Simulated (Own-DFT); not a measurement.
# Computed records: SiC (3C silicon carbide, strained, atoms displaced)

A calculation, not a measurement: plane-wave PBE density functional theory by an unreviewed code, no spin, of a simulated periodic cell, stress positive in tension, free energy of the whole cell less one offset for each atom, forces on such cells passed a denser k mesh, this cell's mesh not checked; offsets are fitted by least squares, one for each functional and potential file, so energies compare only between cells with the same atoms and settings and are not formation energies; the far tail of each file's local potential was reset to the Coulomb form; each entry is a single point on an unrelaxed cell, so the pressure reflects the starting lattice, mostly measured values (interpolated for alloys), from which strain is counted, and rises with the displacements; printed positions are rounded, which can move forces by about a meV/angstrom; the program, named Own-DFT, is a retired in-house code; no spin-orbit coupling. Program: Own-DFT development build.

```json
{"formula": "SiC", "kind": "3C silicon carbide, strained, atoms displaced", "structure": {"cell_angstrom": [[8.8109, -0.0771, -0.1029], [-0.0771, 8.6432, 0.1517], [-0.1029, 0.1517, 8.833]], "atoms_fractional": [["Si", 0.0012, 0.99805, 0.00675], ["Si", 0.99916, 0.24427, 0.24785], ["Si", 0.25616, 0.00069, 0.24466], ["Si", 0.25006, 0.24753, 0.00373], ["C", 0.12707, 0.13125, 0.13505], ["C", 0.13492, 0.37567, 0.37654], ["C", 0.37103, 0.1227, 0.37577], ["C", 0.36965, 0.37649, 0.13022], ["Si", 0.99526, 0.99424, 0.50291], ["Si", 0.99942, 0.25244, 0.74378], ["Si", 0.26021, 0.98942, 0.75819], ["Si", 0.24453, 0.25473, 0.49959], ["C", 0.13303, 0.12407, 0.63061], ["C", 0.13104, 0.37232, 0.87703], ["C", 0.38179, 0.13091, 0.87059], ["C", 0.38026, 0.37192, 0.62925], ["Si", 0.99305, 0.49402, 0.99968], ["Si", 0.99374, 0.75255, 0.2515], ["Si", 0.25086, 0.48625, 0.25448], ["Si", 0.25119, 0.74969, 0.99719], ["C", 0.12488, 0.63068, 0.11081], ["C", 0.12632, 0.86606, 0.37661], ["C", 0.37525, 0.62604, 0.37273], ["C", 0.38308, 0.87542, 0.13314], ["Si", 0.00224, 0.49732, 0.50059], ["Si", 0.00251, 0.74419, 0.75439], ["Si", 0.24807, 0.49877, 0.74711], ["Si", 0.2485, 0.75965, 0.50177], ["C", 0.11822, 0.6414, 0.61864], ["C", 0.12711, 0.87884, 0.87303], ["C", 0.37589, 0.61929, 0.88624], ["C", 0.38083, 0.86232, 0.61456], ["Si", 0.50597, 0.00224, 0.99649], ["Si", 0.51173, 0.25078, 0.24782], ["Si", 0.7494, 0.00385, 0.2557], ["Si", 0.73719, 0.25481, 0.00319], ["C", 0.62819, 0.11451, 0.123], ["C", 0.61969, 0.37741, 0.38329], ["C", 0.88462, 0.12647, 0.38241], ["C", 0.87089, 0.3752, 0.1347], ["Si", 0.50177, 0.00117, 0.50011], ["Si", 0.49858, 0.24366, 0.74407], ["Si", 0.74829, 0.99376, 0.74985], ["Si", 0.74964, 0.24163, 0.5122], ["C", 0.62609, 0.127, 0.62569], ["C", 0.62192, 0.36867, 0.88167], ["C", 0.87791, 0.12223, 0.8769], ["C", 0.87738, 0.37539, 0.632], ["Si", 0.50504, 0.49692, 0.00049], ["Si", 0.50184, 0.75471, 0.2561], ["Si", 0.74958, 0.50379, 0.24189], ["Si", 0.75524, 0.74092, 0.99743], ["C", 0.62858, 0.62809, 0.12174], ["C", 0.62198, 0.87134, 0.37035], ["C", 0.87526, 0.62489, 0.37181], ["C", 0.87006, 0.86774, 0.1275], ["Si", 0.48914, 0.50928, 0.50122], ["Si", 0.49828, 0.75516, 0.74806], ["Si", 0.74981, 0.49923, 0.75119], ["Si", 0.74912, 0.74042, 0.49395], ["C", 0.61864, 0.62052, 0.62294], ["C", 0.62751, 0.88137, 0.86954], ["C", 0.87416, 0.62518, 0.86406], ["C", 0.8762, 0.87489, 0.62523]]}, "settings": {"functional": "PBE", "potential_files": "PseudoDojo norm-conserving, scalar-relativistic, standard set", "wave_cutoff [hartree]": 42.0, "occupations": "Fermi-Dirac", "smearing_width [eV]": 0.1, "hardware": "one NVIDIA H100", "k_mesh": "4 x 4 x 4 centred on Gamma"}, "results": {"free_energy_of_cell_above_offsets [eV]": "-4.868", "pressure [GPa]": 2.28, "stress_xx [GPa]": -1.14, "stress_yy [GPa]": -5.22, "stress_zz [GPa]": -0.47, "stress_yz [GPa]": 10.29, "stress_xz [GPa]": -5.28, "stress_xy [GPa]": -4.23, "force_element": ["Si", "Si", "Si", "Si", "C", "C", "C", "C", "Si", "Si", "Si", "Si", "C", "C", "C", "C", "Si", "Si", "Si", "Si", "C", "C", "C", "C", "Si", "Si", "Si", "Si", "C", "C", "C", "C", "Si", "Si", "Si", "Si", "C", "C", "C", "C", "Si", "Si", "Si", "Si", "C", "C", "C", "C", "Si", "Si", "Si", "Si", "C", "C", "C", "C", "Si", "Si", "Si", "Si", "C", "C", "C", "C"], "force_x [eV/angstrom]": [-0.214, 0.543, -0.47, 0.693, -0.431, -3.742, 1.048, 2.004, 2.794, 1.692, -0.584, 2.356, -1.1, -1.848, -1.145, -1.87, 1.756, 2.187, 0.66, 0.986, -1.363, -1.078, -1.335, -1.289, -0.202, 0.088, 0.672, 0.157, 1.016, -0.353, -0.083, -0.157, -0.608, -2.077, 0.879, 3.445, -0.249, 1.333, -2.24, -0.027, -0.305, 1.187, 1.976, 0.966, -0.916, -0.613, -0.836, -0.971, -1.179, -0.409, -0.261, -0.628, -0.997, 1.462, -0.35, 0.238, 1.434, 0.965, -0.964, 0.156, 1.003, -1.031, -0.439, -1.332], "force_y [eV/angstrom]": [0.336, 1.375, -0.776, 0.668, -1.483, -0.2, 0.733, -1.182, 0.239, -1.949, 1.94, -2.281, -0.436, 0.2, -1.923, 1.227, 0.666, -1.127, 3.947, 0.098, -1.759, 2.528, 0.431, 0.668, 0.929, 2.122, 0.548, -2.517, -2.894, -0.978, 1.417, 2.893, -1.074, -0.435, -1.355, -2.226, 2.234, -0.083, -0.11, -0.46, -0.278, 1.333, 1.388, 2.655, -1.682, 1.558, 0.69, 0.47, 0.145, -1.867, -0.731, 1.761, -0.387, 1.488, -0.981, 1.672, -2.18, -2.255, -0.524, 0.944, 0.802, -1.907, -0.906, -1.162], "force_z [eV/angstrom]": [-0.681, 1.342, 1.818, -0.606, -1.748, 0.286, 0.078, -0.94, 0.299, 2.434, -2.12, 1.213, -0.689, -0.464, 1.777, -1.092, -0.287, -0.524, -1.97, 0.743, 2.735, -1.373, 0.01, -2.525, -0.559, -1.381, 0.683, -1.608, 1.239, 1.217, -2.488, 2.169, 0.248, 1.033, -0.43, 0.359, 0.841, -0.834, -0.633, -1.58, -0.934, 0.627, -0.368, -2.437, 0.827, -2.043, -0.113, -1.344, 0.822, -1.502, 2.675, -0.647, 0.106, 2.0, 0.419, -0.327, -0.016, 1.041, -0.697, 1.045, 0.87, 1.342, 2.235, 0.427], "wall_time [s]": 370.9}}
```
